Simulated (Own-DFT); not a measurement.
# How strain changes the stress of wurtzite AlN, 128 atoms (Al64N64)

All numbers below are calculated, not measured. The program, named Own-DFT, is a retired in-house plane-wave density functional code that no person has reviewed. Each row is one single-point run on a periodic cell that was not relaxed, without spin or spin-orbit coupling.

Settings of every run: PBE; PseudoDojo norm-conserving scalar-relativistic files; cutoff 42 hartree; 2 x 2 x 2 k mesh centred on Gamma; Fermi-Dirac smearing of 0.1 eV.

Known limits: forces on such cells passed a denser k mesh, each cell not checked; stress not checked against mesh or cutoff.

Unstrained cell vectors in Å: (12.448, 0.000, 0.000); (-6.224, 10.780, 0.000); (0.000, 0.000, 9.964). The unstrained cell has measured lattice constants (interpolated for alloys), not those of this functional. That, the random moves and any unrelaxed bonds set the pressure at no strain. Each run strains this cell uniformly, with the atoms carried along. Every atom was also moved at random, by a Gaussian of width 0.05 Å on each axis. Strain is the symmetric tensor, in per cent. Stress is positive in tension, and the pressure is minus a third of its trace.

| run | e_xx (%) | e_yy (%) | e_zz (%) | e_yz (%) | e_xz (%) | e_xy (%) | s_xx (GPa) | s_yy (GPa) | s_zz (GPa) | s_yz (GPa) | s_xz (GPa) | s_xy (GPa) | P (GPa) | E (meV/atom) |
|---|---|---|---|---|---|---|---|---|---|---|---|---|---|---|
| 1 | 1.89 | 1.83 | 0.80 | -0.56 | 1.25 | 1.63 | 3.98 | 4.60 | -0.04 | -2.23 | 3.74 | 5.75 | -2.85 | 0.0 |
| 2 | -0.99 | -1.36 | -1.40 | -1.99 | -0.01 | 1.95 | -13.37 | -16.06 | -13.93 | -4.95 | -0.68 | 7.16 | 14.45 | 40.9 |
| 3 | -1.65 | 0.81 | -0.81 | -1.59 | 1.66 | -1.64 | -14.70 | -3.03 | -11.42 | -4.19 | 5.30 | -5.06 | 9.72 | 23.0 |
| 4 | -1.66 | 1.75 | -0.44 | -0.66 | -0.35 | -1.82 | -10.34 | -1.58 | -8.01 | -0.94 | -1.34 | -5.73 | 6.64 | 17.4 |
| 5 | 1.29 | -0.19 | -1.26 | -0.13 | -0.49 | -1.05 | -0.72 | -6.26 | -11.40 | -0.45 | -1.26 | -3.28 | 6.13 | 8.7 |
| 6 | 1.27 | 1.79 | 1.22 | 1.61 | 1.27 | -1.51 | 1.63 | 5.13 | 0.69 | 3.27 | 3.57 | -4.86 | -2.48 | 2.6 |
| 7 | -0.70 | -1.57 | 1.81 | 1.74 | -0.29 | 1.86 | -10.49 | -12.98 | 1.24 | 4.57 | -0.98 | 6.49 | 7.41 | 23.4 |
| 8 | -1.27 | 0.98 | -1.22 | 1.51 | -1.30 | 0.50 | -11.56 | -3.31 | -11.34 | 3.38 | -4.14 | 0.71 | 8.74 | 12.5 |
| 9 | -0.85 | -0.13 | -1.05 | 1.62 | 0.60 | 1.83 | -12.20 | -8.29 | -10.39 | 4.24 | 2.14 | 8.05 | 10.29 | 16.7 |
| 10 | -1.12 | 0.47 | 0.93 | 1.98 | 1.68 | 0.49 | -10.14 | -3.55 | -2.74 | 4.35 | 3.91 | 2.81 | 5.47 | 15.3 |
| 11 | -0.15 | -0.19 | -0.37 | 0.46 | 0.96 | -0.45 | -6.06 | -7.79 | -8.05 | 0.24 | 2.49 | -1.16 | 7.30 | 8.8 |
| 12 | 1.35 | 0.35 | 0.29 | 0.44 | 1.83 | 1.29 | 0.27 | -1.88 | -3.55 | 0.91 | 4.80 | 4.67 | 1.72 | 4.8 |
| 13 | 1.66 | 1.48 | -1.85 | -0.62 | 1.78 | -1.51 | 1.71 | 1.14 | -12.39 | -1.49 | 4.70 | -4.61 | 3.18 | 15.2 |
| 14 | 1.77 | -0.66 | 1.83 | -0.98 | 0.82 | -1.26 | 2.04 | -5.80 | 3.98 | -2.14 | 2.87 | -3.04 | -0.07 | 3.9 |
| 15 | 1.94 | -1.79 | 1.55 | -1.19 | 0.51 | -0.20 | ? | ? | ? | ? | ? | ? | ? | ? |

E is the free energy for each atom above the lowest run shown.

## Worked fit

Each stress component was fitted by least squares to a constant and the strains of the runs shown, as fractions, with shears doubled. Shear strains stay in the fit of a normal stress only where such slopes are resolved. The slopes, in GPa:

| stress | at no strain | per e_xx | per e_yy | per e_zz | scatter |
|---|---|---|---|---|---|
| s_xx | -6.4 | 448 ± 21 | 116 ± 25 | 55 ± 23 | 1.00 |
| s_yy | -6.1 | 108 ± 21 | 480 ± 25 | 86 ± 23 | 0.98 |
| s_zz | -6.0 | 72 ± 13 | 41 ± 16 | 455 ± 15 | 0.62 |

Each shear stress against twice its own strain: yz 120 ± 7, xz 141 ± 9, xy 167 ± 8 GPa. These are stiffnesses along x, y and z of the frame in which the cell vectors are given, which need not be the crystal's axes. The atoms are held to the strained lattice; where symmetry lets them move under strain, relaxing them would lower some slopes. The table should be nearly symmetric about its diagonal, and what it lacks of that shows the noise. A ninth of its sum, 207 ± 4 GPa, estimates the bulk modulus near the mean pressure of these runs, 5.4 GPa, so it lies above the value at zero pressure.

## Withheld run

Question: what normal stresses and pressure should run 15 give?

The fit gives s_xx = 1.1, s_yy = -11.2, s_zz = 1.8 and P = 2.8 GPa. The calculation gave 2.35, -11.72, 1.11 and P = 2.75 GPa.
